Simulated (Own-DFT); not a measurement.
# Point defects and the pressure they add: zincblende GaAs

The numbers are computed, not measured, by runs of the plane-wave DFT program Own-DFT (in-house, retired, unreviewed) at fixed positions, with no spin and no spin-orbit coupling.

Method: PBE; PseudoDojo norm-conserving scalar-relativistic files; cutoff 42 hartree; 3 x 3 x 3 k mesh centred on Gamma; Fermi-Dirac smearing of 0.1 eV.

Keep in mind (not all hold for every row): not probed for a lower state with spin; forces not confirmed at this smearing and k mesh; stress not checked against mesh or cutoff.

All runs share one cell, with vectors in Å (11.737, 0.000, 0.000); (0.000, 11.737, 0.000); (0.000, 0.000, 10.919) and a volume of 1504.3 Å³, strained against the parent crystal. The atoms are randomly displaced, by u rms on each axis. The defect's site can differ from row to row.

```
cell,formula,u (Å),P (GPa)
no defect,As32Ga32,0.0292,0.80
no defect,As32Ga32,0.0502,1.12
no defect,As32Ga32,0.0528,1.12
one In on a Ga site,As32Ga31In,0.0289,1.34
one In on a Ga site,As32Ga31In,0.0301,?
one In on a Ga site,As32Ga31In,0.0492,1.57
one In on a Ga site,As32Ga31In,0.0516,1.77
one P on an As site,As31Ga32P,0.0293,0.52
one P on an As site,As31Ga32P,0.0464,0.73
one P on an As site,As31Ga32P,0.0487,0.79
one Al on a Ga site,AlAs32Ga31,0.0285,0.73
one Al on a Ga site,AlAs32Ga31,0.0292,0.72
one Al on a Ga site,AlAs32Ga31,0.0473,0.97
one As vacancy and one Ga vacancy,As31Ga31,0.0287,0.46
one As vacancy and one Ga vacancy,As31Ga31,0.0317,0.41
one As vacancy and one Ga vacancy,As31Ga31,0.0512,0.90
```

## Analysis

P = P0 + c u² + a shift for each defect gives P0 = 0.60 GPa, c = 200 ± 20 GPa/Å² and a scatter of 0.06 GPa. The shifts, and each times the cell's volume:

- one In on a Ga site: 0.56 ± 0.05 GPa, 5.3 eV
- one Al on a Ga site: -0.06 ± 0.05 GPa, -0.5 eV (not resolved)
- one P on an As site: -0.28 ± 0.05 GPa, -2.6 eV
- one As vacancy and one Ga vacancy: -0.31 ± 0.05 GPa, -2.9 eV

A positive shift means that the defect pushes the cell outwards. Shift times volume (160.2 GPa Å³ is 1 eV) depends little on the cell's size, so, taken for each site, it can be compared between cells at like pressure. The atoms around the defects weren't relaxed, which would change these numbers.

## The run left out

The question: what pressure belongs in the blank (one In on a Ga site, u = 0.0301 Å)?

Estimate: 1.35 ± 0.07 GPa. DFT gave 1.37 GPa.
